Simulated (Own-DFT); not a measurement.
## Calculated data, Hf32O63 (monoclinic hafnia with one neutral oxygen vacancy, atoms displaced), Hf16O31 (monoclinic hafnia with two neutral oxygen vacancies, atoms displaced)

Computed with Own-DFT development build. A calculation, not a measurement: plane-wave PBE and HSE06 DFT by an unreviewed code, no spin, of a simulated cell at Gamma alone, so results move with cell size and shape, stress positive in tension, energies less offsets, not probed for a lower state with spin; hafnium file: forces about 75 meV/angstrom off all-electron values; oxygen file: force components 24 meV/angstrom off all-electron in a glass; k mesh not checked against a denser one; forces and stress are PBE's, HSE06 gives the energy alone, and its difference from PBE has offsets of its own; offsets are fitted by least squares, one for each functional and potential file, so energies compare only between cells with the same atoms and settings and are not formation energies; the far tail of each file's local potential was reset to the Coulomb form; each entry is a single point on an unrelaxed cell, so the pressure reflects the starting lattice, mostly measured values, from which strain is counted, and rises with the displacements; printed positions are rounded, which can move forces by about a meV/angstrom; the program is a retired in-house code; no spin-orbit coupling.

Settings shared by all entries: first functional PBE; second functional HSE06; exact exchange share 0.25; screening 0.11 1/bohr; exchange divergence Gygi-Baldereschi; potential files PseudoDojo norm-conserving, scalar-relativistic, made for PBE, standard set; wave cutoff 48 hartree; occupations fixed; k mesh 1 x 1 x 1 centred on Gamma.

```yaml
- entry: 1
  formula: Hf32O63
  kind: "monoclinic hafnia with one neutral oxygen vacancy, atoms displaced"
  structure:
    cell_angstrom: [[10.234, 0.0, 0.0], [0.0, 10.35, 0.0], [-1.6955, 0.0, 10.4453]]
    atoms_fractional:
      - [Hf, 0.1398, 0.02162, 0.10906]
      - [Hf, 0.36266, 0.27135, 0.14964]
      - [Hf, 0.36387, 0.47814, 0.39735]
      - [Hf, 0.14235, 0.23122, 0.34885]
      - [O, 0.03883, 0.16508, 0.17349]
      - [O, 0.46596, 0.41865, 0.08086]
      - [O, 0.46486, 0.33448, 0.33323]
      - [O, 0.03956, 0.08167, 0.4194]
      - [O, 0.22509, 0.37783, 0.24212]
      - [O, 0.27905, 0.12597, 0.01262]
      - [O, 0.26946, 0.12027, 0.25884]
      - [O, 0.2259, 0.37028, 0.49284]
      - [Hf, 0.13404, 0.02024, 0.60451]
      - [Hf, 0.3651, 0.27014, 0.64306]
      - [Hf, 0.36358, 0.4768, 0.90237]
      - [Hf, 0.14148, 0.23137, 0.85536]
      - [O, 0.03365, 0.16832, 0.67138]
      - [O, 0.46546, 0.41393, 0.57143]
      - [O, 0.46309, 0.3356, 0.82203]
      - [O, 0.03987, 0.0842, 0.92446]
      - [O, 0.21872, 0.37814, 0.73978]
      - [O, 0.27284, 0.12983, 0.51147]
      - [O, 0.27522, 0.12634, 0.76159]
      - [O, 0.22791, 0.37457, 0.99146]
      - [Hf, 0.13787, 0.51818, 0.0978]
      - [Hf, 0.35857, 0.77214, 0.15257]
      - [Hf, 0.35905, 0.97957, 0.39332]
      - [Hf, 0.13803, 0.73264, 0.35107]
      - [O, 0.03701, 0.65919, 0.17276]
      - [O, 0.46703, 0.91675, 0.07702]
      - [O, 0.46785, 0.83566, 0.32118]
      - [O, 0.03375, 0.58177, 0.42456]
      - [O, 0.22571, 0.88021, 0.2417]
      - [O, 0.27521, 0.62722, 0.01144]
      - [O, 0.27517, 0.61924, 0.26011]
      - [O, 0.22539, 0.86533, 0.49059]
      - [Hf, 0.14039, 0.52236, 0.60683]
      - [Hf, 0.35833, 0.76577, 0.6448]
      - [Hf, 0.35475, 0.98175, 0.89178]
      - [Hf, 0.13649, 0.72818, 0.85289]
      - [O, 0.037, 0.66342, 0.67556]
      - [O, 0.46486, 0.9114, 0.57542]
      - [O, 0.46737, 0.83711, 0.83076]
      - [O, 0.03416, 0.5816, 0.92491]
      - [O, 0.22255, 0.87234, 0.73765]
      - [O, 0.27406, 0.62673, 0.51479]
      - [O, 0.27988, 0.61914, 0.76144]
      - [O, 0.22448, 0.87054, 0.98692]
      - [Hf, 0.63656, 0.01928, 0.10223]
      - [Hf, 0.86674, 0.27439, 0.14521]
      - [Hf, 0.86307, 0.48471, 0.39857]
      - [Hf, 0.63821, 0.23123, 0.35402]
      - [O, 0.53962, 0.16882, 0.17443]
      - [O, 0.96697, 0.41929, 0.08134]
      - [O, 0.96109, 0.33374, 0.32646]
      - [O, 0.53933, 0.0796, 0.4234]
      - [O, 0.72829, 0.37907, 0.24357]
      - [O, 0.78138, 0.12924, 0.01399]
      - [O, 0.77636, 0.12224, 0.25952]
      - [O, 0.72761, 0.36672, 0.4877]
      - [Hf, 0.63715, 0.01873, 0.6028]
      - [Hf, 0.86468, 0.27229, 0.64464]
      - [Hf, 0.8593, 0.47871, 0.88953]
      - [Hf, 0.63609, 0.23032, 0.84981]
      - [O, 0.96358, 0.41221, 0.57951]
      - [O, 0.96268, 0.33489, 0.82995]
      - [O, 0.53755, 0.07949, 0.92546]
      - [O, 0.72511, 0.3784, 0.73904]
      - [O, 0.77224, 0.12726, 0.51091]
      - [O, 0.77547, 0.11772, 0.75913]
      - [O, 0.72522, 0.37207, 0.99262]
      - [Hf, 0.63524, 0.51364, 0.10452]
      - [Hf, 0.86343, 0.76589, 0.14772]
      - [Hf, 0.86043, 0.97846, 0.39455]
      - [Hf, 0.63521, 0.72613, 0.35607]
      - [O, 0.53484, 0.66836, 0.17458]
      - [O, 0.96585, 0.91746, 0.07573]
      - [O, 0.96492, 0.84114, 0.32651]
      - [O, 0.53789, 0.58202, 0.42918]
      - [O, 0.72463, 0.87581, 0.24108]
      - [O, 0.77549, 0.62437, 0.00996]
      - [O, 0.77679, 0.62266, 0.26119]
      - [O, 0.7253, 0.86934, 0.48722]
      - [Hf, 0.63811, 0.52327, 0.60172]
      - [Hf, 0.86523, 0.77289, 0.64759]
      - [Hf, 0.86551, 0.9826, 0.90212]
      - [Hf, 0.63354, 0.73191, 0.85201]
      - [O, 0.53508, 0.66594, 0.66658]
      - [O, 0.96166, 0.91473, 0.57695]
      - [O, 0.95835, 0.83501, 0.82306]
      - [O, 0.53664, 0.58449, 0.91939]
      - [O, 0.72201, 0.87586, 0.74302]
      - [O, 0.77761, 0.62344, 0.51073]
      - [O, 0.77659, 0.62324, 0.76078]
      - [O, 0.71857, 0.8693, 0.98649]
  results:
    "PBE_energy_of_cell_above_offsets [eV]": "-94.003"
    "HSE06_less_PBE_above_offsets [eV]": "-0.134"
    "PBE_pressure [GPa]": 3.98
    "PBE_stress_xx [GPa]": -4.01
    "PBE_stress_yy [GPa]": -3.69
    "PBE_stress_zz [GPa]": -4.23
    "PBE_stress_yz [GPa]": 0.03
    "PBE_stress_xz [GPa]": 0.08
    "PBE_stress_xy [GPa]": -0.15
    force_element: [Hf, Hf, Hf, Hf, O, O, O, O, O, O, O, O, Hf, Hf, Hf, Hf, O, O, O, O, O, O, O, O, Hf, Hf, Hf, Hf, O, O, O, O, O, O, O, O, Hf, Hf, Hf, Hf, O, O, O, O, O, O, O, O, Hf, Hf, Hf, Hf, O, O, O, O, O, O, O, O, Hf, Hf, Hf, Hf, O, O, O, O, O, O, O, Hf, Hf, Hf, Hf, O, O, O, O, O, O, O, O, Hf, Hf, Hf, Hf, O, O, O, O, O, O, O, O]
    "force_x [eV/angstrom]": [-0.427, 0.633, -0.832, -1.979, -0.468, -0.758, 0.052, -0.285, 0.247, -0.018, 1.46, 0.012, -0.065, -0.534, 0.451, -0.899, 0.589, 0.249, 0.464, 0.034, 0.484, 0.719, 0.03, -0.239, -0.233, 1.735, 1.039, -0.859, -0.586, -1.085, -0.771, 0.904, -0.434, 0.212, 0.19, -0.092, -0.4, 0.988, 1.662, -0.032, -0.356, -0.09, -0.904, 0.188, -0.24, 0.284, -0.285, -0.315, 0.534, -0.838, -0.143, 1.084, -1.208, -0.009, 1.156, -1.175, -0.689, -0.124, 0.069, -0.392, 0.054, -1.164, -0.654, 0.315, 1.026, 0.929, -0.111, -0.376, 0.46, -0.739, -0.221, 1.612, -0.831, -0.594, 0.967, -0.113, 0.102, 1.288, -0.632, 0.134, 0.12, -0.077, -0.229, 0.544, -1.398, -1.04, 0.868, -0.448, 0.983, 1.389, -0.913, 0.171, -0.005, 0.058, 0.819]
    "force_y [eV/angstrom]": [-0.203, -0.546, 0.345, 0.387, 0.437, -0.803, -0.536, -0.239, 0.009, 0.795, -0.083, 0.14, 0.474, 0.181, 1.285, 0.106, -0.65, -0.326, -0.541, 0.098, 0.016, -0.47, -0.65, -1.154, 0.328, -0.471, -0.147, -1.353, 1.265, -0.335, 0.573, 1.012, -0.092, 0.331, 0.401, 0.614, -1.117, 0.58, -0.828, -0.081, 0.34, 0.473, -0.052, 0.474, 0.917, -0.004, -0.024, 0.019, -0.257, -0.464, -1.37, -0.621, 0.515, -0.297, -0.353, -0.02, 0.309, -0.045, -0.312, 0.611, 0.005, -0.699, 0.735, -0.903, 1.183, -0.768, 1.092, 0.031, 0.009, 0.382, -0.212, 1.841, 0.196, 1.058, 0.583, -0.676, -0.589, -1.422, 0.216, 0.195, 0.426, -0.032, -0.267, -0.723, -0.586, -0.236, -0.002, 0.288, 0.677, -0.338, -1.037, 0.481, 0.67, -0.424, 0.254]
    "force_z [eV/angstrom]": [-1.513, -0.194, 0.135, 1.656, -0.337, 0.046, -0.854, 0.375, -0.424, 0.257, 0.296, -0.566, -0.575, 0.179, -1.585, -0.31, 0.325, 0.827, 0.19, -0.136, 0.294, -0.142, -0.172, 0.101, 1.153, -2.018, 1.434, 0.613, 0.419, 0.148, 1.015, -0.092, 0.153, -0.198, 0.41, -0.357, -0.242, 0.447, 0.863, 0.59, -0.079, -0.213, -0.746, -0.753, -0.062, -0.745, 0.302, 0.356, 0.402, 0.492, -0.479, 0.462, -0.251, -0.619, 0.265, -0.295, -0.661, -0.496, 0.371, 0.29, 0.72, -0.137, 1.191, 0.605, -0.164, -0.063, -1.1, -0.108, 0.111, 0.061, -0.566, 0.127, -0.801, -0.373, -0.757, -0.117, 0.676, -0.406, -1.132, -0.292, 0.407, 0.084, 0.384, 1.075, -0.035, -0.804, 0.424, 0.349, -0.072, 0.685, 0.514, -1.014, 0.258, -0.291, 0.807]
- entry: 2
  formula: Hf16O31
  kind: "monoclinic hafnia with two neutral oxygen vacancies, atoms displaced"
  structure:
    cell_angstrom: [[10.234, 0.0, 0.0], [0.0, 10.35, 0.0], [-1.6955, 0.0, 10.4453]]
    atoms_fractional:
      - [Hf, 0.12968, 0.02393, 0.1144]
      - [Hf, 0.36156, 0.27203, 0.15549]
      - [Hf, 0.36289, 0.46996, 0.38558]
      - [Hf, 0.14713, 0.23087, 0.35066]
      - [O, 0.04352, 0.18436, 0.17209]
      - [O, 0.46959, 0.41929, 0.0738]
      - [O, 0.46281, 0.3332, 0.31511]
      - [O, 0.03186, 0.08933, 0.43218]
      - [O, 0.23278, 0.36739, 0.23654]
      - [O, 0.26369, 0.12419, 0.99864]
      - [O, 0.26368, 0.11546, 0.25557]
      - [O, 0.22053, 0.37562, 0.49903]
      - [Hf, 0.1266, 0.0148, 0.60876]
      - [Hf, 0.35537, 0.25807, 0.64338]
      - [Hf, 0.36322, 0.48067, 0.90297]
      - [Hf, 0.1454, 0.22301, 0.84896]
      - [O, 0.03605, 0.17198, 0.66567]
      - [O, 0.46746, 0.41271, 0.57836]
      - [O, 0.46493, 0.34015, 0.82159]
      - [O, 0.03009, 0.09053, 0.92149]
      - [O, 0.23505, 0.37165, 0.72659]
      - [O, 0.28536, 0.13079, 0.51088]
      - [O, 0.26418, 0.1194, 0.74791]
      - [O, 0.23797, 0.36914, 0.99809]
      - [Hf, 0.14219, 0.52538, 0.11163]
      - [Hf, 0.37509, 0.75726, 0.14766]
      - [Hf, 0.36154, 0.98782, 0.38814]
      - [Hf, 0.14371, 0.73107, 0.3605]
      - [O, 0.04937, 0.66113, 0.15898]
      - [O, 0.46113, 0.82867, 0.33347]
      - [O, 0.03167, 0.60262, 0.42387]
      - [O, 0.23094, 0.8746, 0.24366]
      - [O, 0.28417, 0.64354, 0.00904]
      - [O, 0.27128, 0.62183, 0.24749]
      - [O, 0.2242, 0.86921, 0.4958]
      - [Hf, 0.13234, 0.52585, 0.60486]
      - [Hf, 0.35725, 0.76097, 0.64359]
      - [Hf, 0.36422, 0.9769, 0.88872]
      - [Hf, 0.14852, 0.73314, 0.85504]
      - [O, 0.02666, 0.68305, 0.68496]
      - [O, 0.45548, 0.92583, 0.57534]
      - [O, 0.03669, 0.59216, 0.91248]
      - [O, 0.22423, 0.88335, 0.74201]
      - [O, 0.28598, 0.63291, 0.51832]
      - [O, 0.28159, 0.63432, 0.76194]
      - [O, 0.22415, 0.86999, 0.99951]
      - [Hf, 0.63719, 0.01749, 0.10483]
      - [Hf, 0.85945, 0.27658, 0.1469]
      - [Hf, 0.87223, 0.47587, 0.4071]
      - [Hf, 0.65264, 0.23641, 0.36453]
      - [O, 0.52343, 0.16915, 0.17452]
      - [O, 0.95738, 0.42364, 0.06875]
      - [O, 0.96391, 0.3435, 0.33916]
      - [O, 0.53918, 0.08698, 0.42277]
      - [O, 0.72309, 0.37595, 0.25192]
      - [O, 0.78005, 0.12203, 0.0105]
      - [O, 0.78456, 0.13097, 0.25679]
      - [O, 0.72256, 0.36645, 0.48654]
      - [Hf, 0.632, 0.00542, 0.59859]
      - [Hf, 0.86109, 0.26721, 0.62679]
      - [Hf, 0.85075, 0.483, 0.89138]
      - [Hf, 0.63171, 0.22677, 0.85413]
      - [O, 0.5309, 0.17833, 0.6688]
      - [O, 0.96669, 0.40765, 0.56962]
      - [O, 0.96565, 0.33447, 0.82528]
      - [O, 0.54379, 0.07952, 0.92627]
      - [O, 0.71662, 0.39613, 0.74601]
      - [O, 0.7719, 0.13024, 0.51137]
      - [O, 0.78244, 0.12504, 0.74824]
      - [O, 0.72835, 0.36949, 0.99309]
      - [Hf, 0.63229, 0.5214, 0.1139]
      - [Hf, 0.8703, 0.76551, 0.1467]
      - [Hf, 0.84864, 0.96542, 0.40204]
      - [Hf, 0.64518, 0.735, 0.35202]
      - [O, 0.53181, 0.67099, 0.18276]
      - [O, 0.97462, 0.91497, 0.07083]
      - [O, 0.95447, 0.83683, 0.33317]
      - [O, 0.54611, 0.57594, 0.41707]
      - [O, 0.72282, 0.88792, 0.23203]
      - [O, 0.76641, 0.63031, 0.01669]
      - [O, 0.767, 0.61644, 0.26733]
      - [O, 0.72887, 0.86043, 0.49031]
      - [Hf, 0.6207, 0.52026, 0.60587]
      - [Hf, 0.85266, 0.77403, 0.63721]
      - [Hf, 0.87198, 0.97876, 0.89564]
      - [Hf, 0.64092, 0.72267, 0.85204]
      - [O, 0.53917, 0.67026, 0.66566]
      - [O, 0.96829, 0.91665, 0.57036]
      - [O, 0.94682, 0.84129, 0.81346]
      - [O, 0.52734, 0.58262, 0.91186]
      - [O, 0.72476, 0.88552, 0.74222]
      - [O, 0.7774, 0.62962, 0.51354]
      - [O, 0.78645, 0.61811, 0.74878]
      - [O, 0.72304, 0.86826, 0.99137]
  results:
    "PBE_energy_of_cell_above_offsets [eV]": "-79.292"
    "HSE06_less_PBE_above_offsets [eV]": "1.073"
    "PBE_pressure [GPa]": 7.46
    "PBE_stress_xx [GPa]": -7.09
    "PBE_stress_yy [GPa]": -8.02
    "PBE_stress_zz [GPa]": -7.27
    "PBE_stress_yz [GPa]": -1.83
    "PBE_stress_xz [GPa]": -1.46
    "PBE_stress_xy [GPa]": 0.39
    force_element: [Hf, Hf, Hf, Hf, O, O, O, O, O, O, O, O, Hf, Hf, Hf, Hf, O, O, O, O, O, O, O, O, Hf, Hf, Hf, Hf, O, O, O, O, O, O, O, Hf, Hf, Hf, Hf, O, O, O, O, O, O, O, Hf, Hf, Hf, Hf, O, O, O, O, O, O, O, O, Hf, Hf, Hf, Hf, O, O, O, O, O, O, O, O, Hf, Hf, Hf, Hf, O, O, O, O, O, O, O, O, Hf, Hf, Hf, Hf, O, O, O, O, O, O, O, O]
    "force_x [eV/angstrom]": [2.433, 1.301, 0.816, -3.281, -1.074, -0.338, 1.11, 0.508, -2.593, 1.214, 1.497, 0.516, 1.979, 1.151, -0.301, -2.553, -0.265, -1.752, 0.14, 0.545, -2.483, -0.884, 1.533, -0.878, 0.575, -3.942, 0.364, 1.251, -4.515, 1.116, -0.099, -1.137, -0.386, 0.969, -0.508, 0.633, 1.365, -0.876, -2.209, 2.458, 0.25, 0.211, 0.845, -1.355, -0.839, 0.797, -0.12, 0.246, -3.205, -1.726, 2.099, 1.213, 2.429, -0.406, 0.133, -0.441, -1.029, 0.559, -0.746, -0.72, 2.773, 1.68, 1.999, 1.745, -0.079, -1.935, -0.057, 0.283, -1.138, -1.42, 1.69, -0.577, 3.199, -1.807, 3.569, -1.859, 1.941, -1.475, -0.002, 0.381, 1.374, -1.994, 3.402, 1.09, -2.352, -0.086, -1.165, -2.394, 2.788, 1.393, -1.465, -0.115, -1.534, 0.549]
    "force_y [eV/angstrom]": [-0.441, -2.381, 1.564, -0.538, -0.125, -0.261, 0.833, 0.19, 2.556, -0.228, 0.796, 0.21, 1.773, 2.205, -1.106, 2.17, -0.386, -0.501, -0.565, -0.136, 2.422, -1.032, -0.633, 0.295, -3.791, 5.629, -1.68, 2.056, 4.42, 0.037, -1.422, 0.414, -2.854, -1.302, -0.099, -0.304, 3.525, -0.048, 0.777, -2.485, -0.818, -0.596, -0.606, -2.294, -1.85, 0.866, 1.804, -0.472, 2.571, -2.668, -1.913, 0.184, -2.09, -0.552, 1.183, 1.031, -0.996, 1.7, 3.35, -0.605, -1.331, 1.029, -2.243, 1.96, 0.471, -0.89, -1.781, -1.771, -0.115, -0.059, -0.687, 0.907, 5.4, -2.47, -2.556, -1.939, -2.008, -0.047, -1.979, -0.282, 0.712, 1.726, -0.423, -1.779, 1.874, 1.603, 1.725, -1.538, -1.024, 0.857, -0.93, -0.261, 1.473, -0.407]
    "force_z [eV/angstrom]": [-2.914, -5.344, 2.737, 2.574, 0.027, 1.111, 2.902, -1.452, 1.902, 1.137, 0.744, -2.75, -1.741, 0.2, -1.955, 0.823, 0.162, -1.736, 1.271, 0.294, 1.956, -2.33, 1.282, -0.933, -5.104, -1.109, 1.299, -0.699, 2.329, 0.425, 0.948, 0.218, -0.495, 3.085, -0.94, 1.406, 1.093, 1.692, 1.031, -2.326, 0.582, 1.257, 0.337, -2.557, -0.107, -1.076, -1.01, -0.958, -1.652, -3.113, -0.172, 1.776, -2.039, -0.693, -1.67, 0.621, 1.252, 1.75, 2.051, 5.545, -0.36, -1.195, 0.456, 1.134, -0.505, -0.863, -0.546, -1.314, 0.751, 0.338, -0.892, -1.183, -1.893, 0.792, -0.746, 1.388, -1.447, -0.771, 1.773, 0.027, -1.007, -0.058, -0.483, 3.393, -0.647, 0.334, 0.878, 0.261, 0.948, 0.995, -1.115, -0.814, 1.283, 0.144]
```
